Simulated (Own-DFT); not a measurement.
# Computed records: SiC (twinned 3C silicon carbide, atoms displaced), GaP (zincblende, strained, atoms displaced)

Computed with Own-DFT development build. A calculation, not a measurement: plane-wave PBE density functional theory by an unreviewed code, no spin, of a simulated periodic cell, stress positive in tension, free energy of the whole cell less one offset for each atom, forces on such cells passed a denser k mesh, this cell's mesh not checked; offsets are fitted by least squares, one for each functional and potential file, so energies compare only between cells with the same atoms and settings and are not formation energies; the far tail of each file's local potential was reset to the Coulomb form; each entry is a single point on an unrelaxed cell, so the pressure reflects the starting lattice, mostly measured values (interpolated for alloys), from which strain is counted, and rises with the displacements; printed positions are rounded, which can move forces by about a meV/angstrom; the program, named Own-DFT, is a retired in-house code; no spin-orbit coupling.

Settings shared by all entries: functional PBE; potential files PseudoDojo norm-conserving, scalar-relativistic, standard set; wave cutoff 42 hartree; occupations Fermi-Dirac; smearing width 0.1 eV.

(1) 
```cif
# cell vector a (Å): 4.3596 -4.3596 0.0000
# cell vector b (Å): 0.0000 4.3596 -4.3596
# cell vector c (Å): 8.7192 8.7192 8.7192
data_SiC
_symmetry_space_group_name_H-M 'P 1'
_symmetry_Int_Tables_number 1
_cell_length_a 6.1654
_cell_length_b 6.1654
_cell_length_c 15.1021
_cell_angle_alpha 90.000
_cell_angle_beta 90.000
_cell_angle_gamma 120.000
_cell_volume 497.15
loop_
_atom_site_label
_atom_site_type_symbol
_atom_site_fract_x
_atom_site_fract_y
_atom_site_fract_z
_atom_site_occupancy
Si1 Si 0.00550 0.00044 0.43813 1
C1 C 0.01460 0.99974 0.06203 1
Si2 Si 0.16458 0.32732 0.10589 1
C2 C 0.15840 0.31995 0.22973 1
Si3 Si 0.32967 0.16677 0.26608 1
C3 C 0.33032 0.17310 0.39528 1
Si4 Si 0.97618 0.49605 0.43547 1
C4 C 0.98712 0.49579 0.06100 1
Si5 Si 0.15493 0.83979 0.09269 1
C5 C 0.18210 0.84291 0.22285 1
Si6 Si 0.32683 0.65682 0.27343 1
C6 C 0.34623 0.66148 0.39579 1
Si7 Si 0.48208 0.99411 0.43643 1
C7 C 0.50788 0.00278 0.05578 1
Si8 Si 0.66189 0.32836 0.10688 1
C8 C 0.65259 0.31988 0.23021 1
Si9 Si 0.83187 0.16185 0.27551 1
C9 C 0.82988 0.15638 0.40019 1
Si10 Si 0.51606 0.50052 0.44227 1
C10 C 0.50291 0.50932 0.06295 1
Si11 Si 0.66124 0.84493 0.10503 1
C11 C 0.66702 0.83729 0.22896 1
Si12 Si 0.83993 0.66408 0.27224 1
C12 C 0.82573 0.66487 0.39394 1
Si13 Si 0.00202 0.00709 0.94024 1
C13 C 0.00999 0.00941 0.55736 1
Si14 Si 0.84531 0.68655 0.60590 1
C14 C 0.84315 0.65722 0.73190 1
Si15 Si 0.67326 0.81874 0.76688 1
C15 C 0.65636 0.83394 0.89775 1
Si16 Si 0.98996 0.49139 0.93925 1
C16 C 0.02237 0.51089 0.56152 1
Si17 Si 0.82992 0.15607 0.60640 1
C17 C 0.81483 0.15230 0.72997 1
Si18 Si 0.66946 0.35447 0.77543 1
C18 C 0.67521 0.33934 0.90326 1
Si19 Si 0.52037 0.02106 0.94482 1
C19 C 0.48841 0.01155 0.55338 1
Si20 Si 0.32924 0.67055 0.59834 1
C20 C 0.33421 0.68838 0.72908 1
Si21 Si 0.16522 0.83086 0.77139 1
C21 C 0.16413 0.82555 0.89408 1
Si22 Si 0.49820 0.50301 0.93972 1
C22 C 0.49596 0.47910 0.56089 1
Si23 Si 0.33272 0.16510 0.60292 1
C23 C 0.31221 0.17316 0.72559 1
Si24 Si 0.15404 0.32681 0.77651 1
C24 C 0.19383 0.34337 0.89011 1
_calc_hardware 'one NVIDIA H100'
_calc_k_mesh '5 x 5 x 2 centred on Gamma'
_calc_free_energy_of_cell_above_offsets '-2.306'  # eV
_calc_pressure 5.92  # GPa
_calc_stress_xx -6.49  # GPa
_calc_stress_yy -5.27  # GPa
_calc_stress_zz -6.01  # GPa
_calc_stress_yz -1.28  # GPa
_calc_stress_xz -2.33  # GPa
_calc_stress_xy -0.93  # GPa
_calc_wall_time 191.4  # s
```

Force:
```
element  x (eV/Å)  y (eV/Å)  z (eV/Å)
     Si    -1.074     -0.12     -0.96
      C    -2.905     4.017    -2.307
     Si     0.098     0.536    -1.334
      C    -0.165     0.899    -1.198
     Si     0.834     0.735      1.74
      C    -0.373    -1.289    -0.082
     Si     3.028    -2.273     0.897
      C     1.423    -0.411     0.719
     Si      4.11    -2.785     4.061
      C    -1.127     0.348     1.793
     Si     0.172    -0.774    -1.414
      C    -1.362      1.73     0.265
     Si    -0.153    -2.092    -1.188
      C     1.947     4.007      2.61
     Si    -0.383     0.231    -0.955
      C     1.921     -0.49    -1.254
     Si    -0.831    -0.017     0.079
      C    -1.015     0.609    -1.045
     Si    -3.063     0.493    -0.379
      C    -0.016     0.517     1.221
     Si     0.842    -1.578     1.188
      C     0.062    -0.445     0.907
     Si    -1.634    -0.548    -1.681
      C     1.322    -0.204     -0.63
     Si    -1.348     -2.19    -0.528
      C     0.118     1.685     2.144
     Si    -1.076    -2.115     1.576
      C    -1.058     0.753    -2.509
     Si    -0.336     3.541     0.115
      C     1.209    -1.269    -0.799
     Si     2.141     -1.31    -2.026
      C    -3.867     1.903       1.4
     Si    -0.724     0.585     -2.29
      C     1.216     0.466    -0.658
     Si    -2.231    -2.004     3.697
      C    -2.509    -0.105    -1.447
     Si    -5.278    -3.496    -1.176
      C     3.107    -0.383     2.981
     Si     2.991    -0.343     0.152
      C    -0.257     -3.27     1.453
     Si     1.558      0.96    -1.408
      C     1.307     1.547     0.006
     Si     1.469    -0.183    -0.861
      C     2.562      2.29    -2.247
     Si     0.217     0.804     0.467
      C     2.037    -0.956     1.012
     Si    -2.401    -1.583    -3.531
      C    -0.506     3.578     3.425
```

(2) 
```cif
# cell vector a (Å): 10.7404 -0.0231 -0.1835
# cell vector b (Å): -0.0231 10.7058 -0.1478
# cell vector c (Å): -0.1835 -0.1478 10.9538
data_GaP
_symmetry_space_group_name_H-M 'P 1'
_symmetry_Int_Tables_number 1
_cell_length_a 10.7420
_cell_length_b 10.7068
_cell_length_c 10.9563
_cell_angle_alpha 91.562
_cell_angle_beta 91.937
_cell_angle_gamma 90.233
_cell_volume 1258.92
loop_
_atom_site_label
_atom_site_type_symbol
_atom_site_fract_x
_atom_site_fract_y
_atom_site_fract_z
_atom_site_occupancy
Ga1 Ga 0.99599 0.99767 0.99879 1
Ga2 Ga 0.00885 0.25651 0.24998 1
Ga3 Ga 0.24629 0.00310 0.25372 1
Ga4 Ga 0.24754 0.24454 0.99533 1
P1 P 0.13058 0.12176 0.12941 1
P2 P 0.12525 0.37234 0.36979 1
P3 P 0.37797 0.12675 0.37274 1
P4 P 0.37695 0.37551 0.12341 1
Ga5 Ga 0.99404 0.99992 0.50034 1
Ga6 Ga 0.00074 0.25444 0.75695 1
Ga7 Ga 0.25452 0.00571 0.75413 1
Ga8 Ga 0.24418 0.24592 0.50772 1
P5 P 0.12685 0.13087 0.62399 1
P6 P 0.12528 0.37304 0.87244 1
P7 P 0.37949 0.11920 0.86764 1
P8 P 0.38466 0.37963 0.63121 1
Ga9 Ga 0.99344 0.50072 0.99912 1
Ga10 Ga 0.99709 0.75515 0.25302 1
Ga11 Ga 0.24601 0.50055 0.25644 1
Ga12 Ga 0.24991 0.74763 0.99463 1
P9 P 0.12916 0.63058 0.12575 1
P10 P 0.12157 0.87695 0.38255 1
P11 P 0.37217 0.62564 0.37231 1
P12 P 0.37273 0.86563 0.12110 1
Ga13 Ga 0.00074 0.51104 0.49070 1
Ga14 Ga 0.00462 0.74418 0.75241 1
Ga15 Ga 0.25738 0.49594 0.75219 1
Ga16 Ga 0.25002 0.74919 0.50158 1
P13 P 0.13250 0.62458 0.62666 1
P14 P 0.12212 0.87813 0.87155 1
P15 P 0.37665 0.62296 0.87182 1
P16 P 0.38054 0.87710 0.62919 1
Ga17 Ga 0.50223 0.00342 0.00721 1
Ga18 Ga 0.49363 0.25163 0.25502 1
Ga19 Ga 0.75475 0.99628 0.25117 1
Ga20 Ga 0.74917 0.24840 0.99286 1
P17 P 0.62172 0.11618 0.12318 1
P18 P 0.61959 0.37184 0.37319 1
P19 P 0.87444 0.12953 0.37514 1
P20 P 0.87903 0.37663 0.12319 1
Ga21 Ga 0.49633 0.99379 0.49864 1
Ga22 Ga 0.49822 0.25228 0.73946 1
Ga23 Ga 0.74029 0.99784 0.74914 1
Ga24 Ga 0.74933 0.25461 0.50352 1
P21 P 0.61936 0.12370 0.62319 1
P22 P 0.62525 0.38136 0.88120 1
P23 P 0.87406 0.12317 0.87442 1
P24 P 0.87851 0.37516 0.63531 1
Ga25 Ga 0.49743 0.49942 0.99653 1
Ga26 Ga 0.49915 0.75136 0.24124 1
Ga27 Ga 0.74837 0.50125 0.25368 1
Ga28 Ga 0.74503 0.74051 0.99455 1
P25 P 0.62047 0.61828 0.12896 1
P26 P 0.62276 0.87491 0.36391 1
P27 P 0.87304 0.63006 0.37175 1
P28 P 0.87538 0.88321 0.12791 1
Ga29 Ga 0.50140 0.50184 0.50096 1
Ga30 Ga 0.49889 0.74783 0.74843 1
Ga31 Ga 0.75289 0.50417 0.74912 1
Ga32 Ga 0.75503 0.74943 0.49436 1
P29 P 0.62139 0.61799 0.62861 1
P30 P 0.62928 0.87300 0.88011 1
P31 P 0.87929 0.62831 0.87633 1
P32 P 0.87673 0.87404 0.63168 1
_calc_k_mesh '3 x 3 x 3 centred on Gamma'
_calc_free_energy_of_cell_above_offsets '-31.769'  # eV
_calc_pressure 6.1  # GPa
_calc_stress_xx -6.57  # GPa
_calc_stress_yy -6.72  # GPa
_calc_stress_zz -5.02  # GPa
_calc_stress_yz -2.25  # GPa
_calc_stress_xz -3.54  # GPa
_calc_stress_xy -0.59  # GPa
```

Force:
```
element  x (eV/Å)  y (eV/Å)  z (eV/Å)
     Ga     0.344     0.231     0.325
     Ga    -1.519    -1.548    -1.081
     Ga     0.508    -1.356      0.06
     Ga     0.523    -0.131     0.284
      P    -0.812      0.59    -1.056
      P     0.891     1.227     2.022
      P    -0.609    -0.095     1.081
      P     -0.67     0.144     0.038
     Ga    -0.028     0.202     0.457
     Ga    -0.448    -1.415    -0.707
     Ga    -1.397    -1.221    -1.292
     Ga     1.245     0.939    -0.932
      P    -0.859    -0.928     0.996
      P      0.69     1.188     1.062
      P     1.036     1.685     1.518
      P    -1.424     0.136    -1.699
     Ga     1.094    -0.092     0.311
     Ga     0.336    -0.141    -0.747
     Ga      0.13    -0.432    -1.277
     Ga     -0.56    -0.186    -0.376
      P    -0.699    -0.337     0.023
      P     0.586     0.194    -0.264
      P     0.909     0.583     0.618
      P    -0.099     1.829     0.247
     Ga     0.153    -1.203     0.871
     Ga    -0.254     0.113    -0.506
     Ga    -0.953    -0.345    -0.261
     Ga     0.251     0.211     0.061
      P    -0.212    -0.202    -0.028
      P     0.785     0.188     0.379
      P     0.145     0.796     0.466
      P    -0.756    -0.098    -0.369
     Ga    -1.455    -1.827    -1.455
     Ga     0.242     -0.73    -1.471
     Ga    -0.802     0.714     0.021
     Ga     -0.28     -0.22     0.957
      P     1.569     2.353     1.579
      P     1.075     0.903     0.717
      P     0.262     0.448     0.013
      P    -0.639    -0.209     0.402
     Ga     0.238     0.075    -0.536
     Ga     0.856    -0.666     1.813
     Ga     0.444    -0.119     0.055
     Ga     -0.09    -0.424     0.038
      P     0.776     0.173    -0.328
      P     0.259    -0.566    -1.345
      P     0.143     0.188    -0.399
      P         0     0.809    -1.411
     Ga     -0.35    -0.257     0.565
     Ga    -0.399    -0.831      0.51
     Ga    -0.145    -1.004    -0.452
     Ga     0.361     0.364     1.385
      P     0.671     0.602    -0.637
      P       0.5     0.056     1.349
      P      0.41    -0.094    -0.196
      P     0.002    -1.459    -0.847
     Ga    -0.675    -0.435    -0.826
     Ga     0.399      0.02     0.439
     Ga    -0.313    -0.644     0.567
     Ga    -1.236     0.415     0.885
      P     1.085     1.499    -0.462
      P    -0.899     0.272    -0.419
      P     -0.14     -0.03    -0.289
      P    -0.194     0.099    -0.444
```

(3) 
```cif
# cell vector a (Å): 10.7413 -0.0989 0.1135
# cell vector b (Å): -0.0989 10.8081 -0.0585
# cell vector c (Å): 0.1135 -0.0585 10.8415
data_GaP
_symmetry_space_group_name_H-M 'P 1'
_symmetry_Int_Tables_number 1
_cell_length_a 10.7424
_cell_length_b 10.8087
_cell_length_c 10.8423
_cell_angle_alpha 90.625
_cell_angle_beta 88.792
_cell_angle_gamma 91.055
_cell_volume 1258.34
loop_
_atom_site_label
_atom_site_type_symbol
_atom_site_fract_x
_atom_site_fract_y
_atom_site_fract_z
_atom_site_occupancy
Ga1 Ga 0.99544 0.99257 0.00214 1
Ga2 Ga 0.00875 0.25151 0.25142 1
Ga3 Ga 0.24741 0.99865 0.24730 1
Ga4 Ga 0.25044 0.25326 0.99727 1
P1 P 0.12271 0.12639 0.13285 1
P2 P 0.11913 0.37306 0.36724 1
P3 P 0.37672 0.11859 0.36400 1
P4 P 0.38869 0.37512 0.12836 1
Ga5 Ga 0.00115 0.00951 0.50107 1
Ga6 Ga 0.00284 0.25196 0.74343 1
Ga7 Ga 0.24898 0.98857 0.74734 1
Ga8 Ga 0.24399 0.24935 0.50501 1
P5 P 0.12849 0.12225 0.62519 1
P6 P 0.12245 0.37106 0.87533 1
P7 P 0.37186 0.12429 0.87370 1
P8 P 0.37805 0.37949 0.62960 1
Ga9 Ga 0.99836 0.50601 0.99480 1
Ga10 Ga 0.00587 0.75070 0.25290 1
Ga11 Ga 0.25920 0.49144 0.24146 1
Ga12 Ga 0.25840 0.74943 0.00189 1
P9 P 0.13210 0.62419 0.12570 1
P10 P 0.13081 0.87474 0.37839 1
P11 P 0.37092 0.62408 0.36768 1
P12 P 0.37365 0.88435 0.11969 1
Ga13 Ga 0.99298 0.51052 0.49905 1
Ga14 Ga 0.00857 0.73772 0.75130 1
Ga15 Ga 0.24890 0.50631 0.74444 1
Ga16 Ga 0.24242 0.74634 0.49697 1
P13 P 0.12765 0.62393 0.62863 1
P14 P 0.11894 0.88229 0.87808 1
P15 P 0.37800 0.62496 0.87012 1
P16 P 0.38223 0.87022 0.61935 1
Ga17 Ga 0.49512 0.00800 0.99916 1
Ga18 Ga 0.49947 0.24318 0.24259 1
Ga19 Ga 0.75010 0.00373 0.24488 1
Ga20 Ga 0.74369 0.25115 0.99133 1
P17 P 0.62353 0.12449 0.12748 1
P18 P 0.62355 0.37718 0.37776 1
P19 P 0.87008 0.12136 0.37362 1
P20 P 0.87976 0.38321 0.13276 1
Ga21 Ga 0.50445 0.99398 0.50665 1
Ga22 Ga 0.49216 0.24721 0.74769 1
Ga23 Ga 0.75229 0.01093 0.75806 1
Ga24 Ga 0.75344 0.25124 0.50094 1
P21 P 0.62822 0.11794 0.62994 1
P22 P 0.62465 0.37934 0.87306 1
P23 P 0.86997 0.12820 0.87091 1
P24 P 0.86937 0.38036 0.62253 1
Ga25 Ga 0.50930 0.50221 0.00073 1
Ga26 Ga 0.49163 0.75171 0.25594 1
Ga27 Ga 0.73967 0.49899 0.24507 1
Ga28 Ga 0.74234 0.75246 0.99435 1
P25 P 0.62623 0.62396 0.12500 1
P26 P 0.61914 0.87841 0.37534 1
P27 P 0.87824 0.62546 0.37424 1
P28 P 0.88046 0.87567 0.12750 1
Ga29 Ga 0.49157 0.49782 0.50463 1
Ga30 Ga 0.50688 0.75431 0.75275 1
Ga31 Ga 0.75060 0.49741 0.74351 1
Ga32 Ga 0.75105 0.74719 0.49872 1
P29 P 0.62739 0.62241 0.61900 1
P30 P 0.62713 0.87615 0.88095 1
P31 P 0.86947 0.62444 0.87997 1
P32 P 0.87353 0.86740 0.62877 1
_calc_k_mesh '3 x 3 x 3 centred on Gamma'
_calc_free_energy_of_cell_above_offsets '-31.627'  # eV
_calc_pressure 6.15  # GPa
_calc_stress_xx -6.48  # GPa
_calc_stress_yy -6.11  # GPa
_calc_stress_zz -5.87  # GPa
_calc_stress_yz -0.79  # GPa
_calc_stress_xz 2  # GPa
_calc_stress_xy -1.31  # GPa
```

Force:
```
element  x (eV/Å)  y (eV/Å)  z (eV/Å)
     Ga      0.03     2.094    -0.138
     Ga    -2.241    -0.435    -0.424
     Ga    -0.121      0.09    -0.024
     Ga     0.038    -0.079     0.803
      P     0.433    -0.603    -1.575
      P     1.441     1.343     2.108
      P    -0.076     0.394     2.006
      P    -0.596    -0.546    -1.454
     Ga    -0.733    -1.338    -0.202
     Ga    -0.625     0.052     0.047
     Ga     0.406     0.571    -0.157
     Ga     0.999     0.564    -1.428
      P    -0.087     -0.17     0.703
      P     0.334     0.863    -0.265
      P    -0.388     -0.28    -0.189
      P    -1.208    -1.139    -0.102
     Ga     0.219    -0.309     0.739
     Ga     0.044     0.009    -0.224
     Ga    -1.111     0.485     0.525
     Ga    -0.645     0.349    -0.565
      P    -0.193    -0.206    -0.226
      P    -0.858     0.479     0.018
      P    -0.348    -0.758     1.366
      P     0.274    -1.096     0.697
     Ga     0.767    -0.962    -0.132
     Ga    -1.422     1.583     0.771
     Ga     0.178    -0.914     1.054
     Ga     1.054     0.181     0.012
      P    -0.104    -0.521    -1.079
      P     0.926    -1.838     -0.34
      P     0.197    -0.101     0.601
      P    -1.154    -0.773     0.907
     Ga     0.626    -0.157    -0.252
     Ga     0.301     0.816     1.353
     Ga    -0.321    -0.687     0.252
     Ga     0.571      0.62     1.161
      P     0.791    -0.097    -1.156
      P    -0.457    -0.804     0.007
      P     0.855     0.714     0.161
      P    -0.337    -1.146    -0.987
     Ga    -0.312     1.391    -0.993
     Ga     1.002     0.245     0.127
     Ga    -0.432    -2.107     -1.11
     Ga    -0.817    -0.238    -0.368
      P    -0.391     1.091    -0.352
      P    -0.271    -0.779    -0.536
      P      1.82     0.533     1.237
      P     1.544    -0.864    -0.079
     Ga    -0.904     0.183    -0.484
     Ga      0.69      0.69    -1.238
     Ga     0.969      0.13     0.719
     Ga     0.949    -0.033     1.203
      P    -0.425     1.217      0.44
      P     1.239    -0.797    -0.381
      P    -0.948     0.214    -0.756
      P    -1.147    -1.134     0.319
     Ga      0.79     0.878    -1.272
     Ga     0.018    -0.381    -0.626
     Ga    -0.563     0.986     0.738
     Ga    -0.087     0.743    -0.525
      P    -0.481     0.059     0.773
      P    -0.557     1.031    -0.495
      P      0.28    -0.117     -0.96
      P     0.575     0.811     0.245
```

(4) 
```cif
# cell vector a (Å): 10.7500 -0.1633 0.0022
# cell vector b (Å): -0.1633 11.0469 -0.0285
# cell vector c (Å): 0.0022 -0.0285 11.0146
data_GaP
_symmetry_space_group_name_H-M 'P 1'
_symmetry_Int_Tables_number 1
_cell_length_a 10.7512
_cell_length_b 11.0481
_cell_length_c 11.0146
_cell_angle_alpha 90.296
_cell_angle_beta 89.975
_cell_angle_gamma 91.717
_cell_volume 1307.73
loop_
_atom_site_label
_atom_site_type_symbol
_atom_site_fract_x
_atom_site_fract_y
_atom_site_fract_z
_atom_site_occupancy
Ga1 Ga 0.99946 0.99094 0.99666 1
Ga2 Ga 0.99795 0.24174 0.24850 1
Ga3 Ga 0.25609 0.99859 0.25108 1
Ga4 Ga 0.25272 0.25035 0.00358 1
P1 P 0.13074 0.12890 0.11870 1
P2 P 0.12155 0.38530 0.37147 1
P3 P 0.38085 0.13006 0.37624 1
P4 P 0.37897 0.37297 0.12585 1
Ga5 Ga 0.99946 0.99815 0.50210 1
Ga6 Ga 0.00375 0.24418 0.75573 1
Ga7 Ga 0.25358 0.00076 0.74874 1
Ga8 Ga 0.25860 0.25618 0.50491 1
P5 P 0.12946 0.12950 0.62583 1
P6 P 0.11621 0.37020 0.87516 1
P7 P 0.37731 0.12163 0.87666 1
P8 P 0.38026 0.37894 0.62443 1
Ga9 Ga 0.99394 0.49921 0.99579 1
Ga10 Ga 0.00441 0.76380 0.25981 1
Ga11 Ga 0.24324 0.50672 0.25740 1
Ga12 Ga 0.24254 0.75409 0.99520 1
P9 P 0.12683 0.62206 0.12138 1
P10 P 0.12142 0.87127 0.37195 1
P11 P 0.37576 0.61625 0.37264 1
P12 P 0.37258 0.87594 0.12961 1
Ga13 Ga 0.00099 0.49355 0.49981 1
Ga14 Ga 0.00058 0.75607 0.74637 1
Ga15 Ga 0.25984 0.49365 0.75341 1
Ga16 Ga 0.24607 0.74594 0.50608 1
P13 P 0.13462 0.63035 0.61831 1
P14 P 0.12790 0.87116 0.85820 1
P15 P 0.36907 0.62983 0.87265 1
P16 P 0.37266 0.87011 0.62536 1
Ga17 Ga 0.50301 0.99888 0.00474 1
Ga18 Ga 0.49602 0.25548 0.24986 1
Ga19 Ga 0.75600 0.00134 0.24668 1
Ga20 Ga 0.74539 0.25058 0.99859 1
P17 P 0.61774 0.12549 0.13960 1
P18 P 0.62647 0.37404 0.37644 1
P19 P 0.87329 0.13025 0.37112 1
P20 P 0.87819 0.37007 0.11054 1
Ga21 Ga 0.50185 0.00539 0.50331 1
Ga22 Ga 0.49725 0.25164 0.74772 1
Ga23 Ga 0.74398 0.99619 0.74750 1
Ga24 Ga 0.75253 0.24942 0.50634 1
P21 P 0.62195 0.12115 0.62358 1
P22 P 0.62589 0.38046 0.87070 1
P23 P 0.86786 0.12141 0.87345 1
P24 P 0.87628 0.37092 0.62822 1
Ga25 Ga 0.49629 0.49895 0.00592 1
Ga26 Ga 0.51167 0.74949 0.25106 1
Ga27 Ga 0.75590 0.49852 0.23735 1
Ga28 Ga 0.74746 0.75734 0.00167 1
P25 P 0.63168 0.62283 0.12850 1
P26 P 0.62150 0.86870 0.37897 1
P27 P 0.87811 0.62336 0.37661 1
P28 P 0.86755 0.86956 0.12824 1
Ga29 Ga 0.49793 0.49687 0.49847 1
Ga30 Ga 0.49001 0.75112 0.75007 1
Ga31 Ga 0.74833 0.49506 0.74476 1
Ga32 Ga 0.75806 0.74955 0.49797 1
P29 P 0.62460 0.62751 0.62084 1
P30 P 0.62334 0.87560 0.87634 1
P31 P 0.87277 0.62967 0.88183 1
P32 P 0.87232 0.87123 0.62767 1
_calc_k_mesh '3 x 3 x 3 centred on Gamma'
_calc_stress_yy ?
_calc_pressure ?
```

Questions
1. Give the missing stress yy for GaP (zincblende, strained, atoms displaced) (entry 4).
2. GaP (zincblende, strained, atoms displaced) (entry 4): pressure?

## Answers
1. -1.98 GPa
2. 2.68 GPa

Further results for GaP (zincblende, strained, atoms displaced) (entry 4):

| Item | Value |
| --- | --- |
| free energy of cell above offsets | -32.529 eV |
| stress xx | -3.87 GPa |
| stress zz | -2.17 GPa |
| stress yz | -0.66 GPa |
| stress xz | -0.23 GPa |
| stress xy | -3.29 GPa |

Force:
```
element  x (eV/Å)  y (eV/Å)  z (eV/Å)
     Ga     0.047     0.373    -0.201
     Ga     0.758     1.163    -0.742
     Ga    -0.632     0.668     0.134
     Ga     0.198     0.384    -1.116
      P     -0.78    -1.396     1.006
      P     0.044     -2.12     0.406
      P    -0.742    -0.388     0.416
      P    -1.088     0.552     0.493
     Ga     -0.01       0.4    -0.302
     Ga    -0.814    -0.346    -0.734
     Ga     0.132     0.282    -0.526
     Ga    -0.882    -0.185     -1.04
      P    -0.097    -0.471    -0.106
      P     1.536     0.813     0.438
      P     0.059     0.404     0.192
      P    -0.046    -0.369     0.652
     Ga     0.686     0.598    -0.216
     Ga    -1.711    -2.722    -2.188
     Ga     0.454    -0.284    -1.584
     Ga     0.293    -0.136     0.258
      P    -0.668     0.629     0.384
      P     2.126     2.018     2.089
      P     0.457     1.517     0.646
      P     0.553    -0.809    -0.522
     Ga    -0.181     0.998     0.363
     Ga    -0.454    -1.716    -0.438
     Ga    -1.313     0.288    -0.274
     Ga     1.386     0.956    -2.302
      P    -2.053    -2.217     2.131
      P     -0.05     0.943      1.95
      P      0.51    -0.591     1.185
      P     0.195     1.102    -0.348
     Ga    -0.213     0.192         0
     Ga       0.5     0.017     0.386
     Ga     -1.04    -0.234     0.556
     Ga    -0.695    -0.629    -0.257
      P      0.85     0.027    -1.247
      P     0.448     0.209    -0.118
      P     0.049    -0.889     1.211
      P    -0.148    -0.152     1.681
     Ga    -0.692    -1.182    -0.867
     Ga     0.325    -0.262     0.262
     Ga     0.193     0.189    -0.071
     Ga    -0.506    -0.023    -0.821
      P     0.661     0.778     0.864
      P    -0.667     -0.66     0.763
      P     0.336    -0.216     0.366
      P     0.579     0.083     0.334
     Ga     0.453     0.699    -0.918
     Ga    -1.308    -0.677    -0.381
     Ga     0.327    -0.518         1
     Ga    -0.418    -0.989    -0.576
      P    -0.665     0.401    -0.717
      P     1.124     1.346     0.394
      P     0.151    -0.136    -0.409
      P     1.381     0.776     0.215
     Ga     0.806     0.583    -0.493
     Ga     1.131    -0.274    -0.265
     Ga     0.291     1.225    -0.048
     Ga    -0.797    -0.413    -0.302
      P    -0.094     -0.12     0.543
      P    -0.431    -0.218     0.066
      P     0.013     -0.06    -1.101
      P     0.144     0.785    -0.152
```
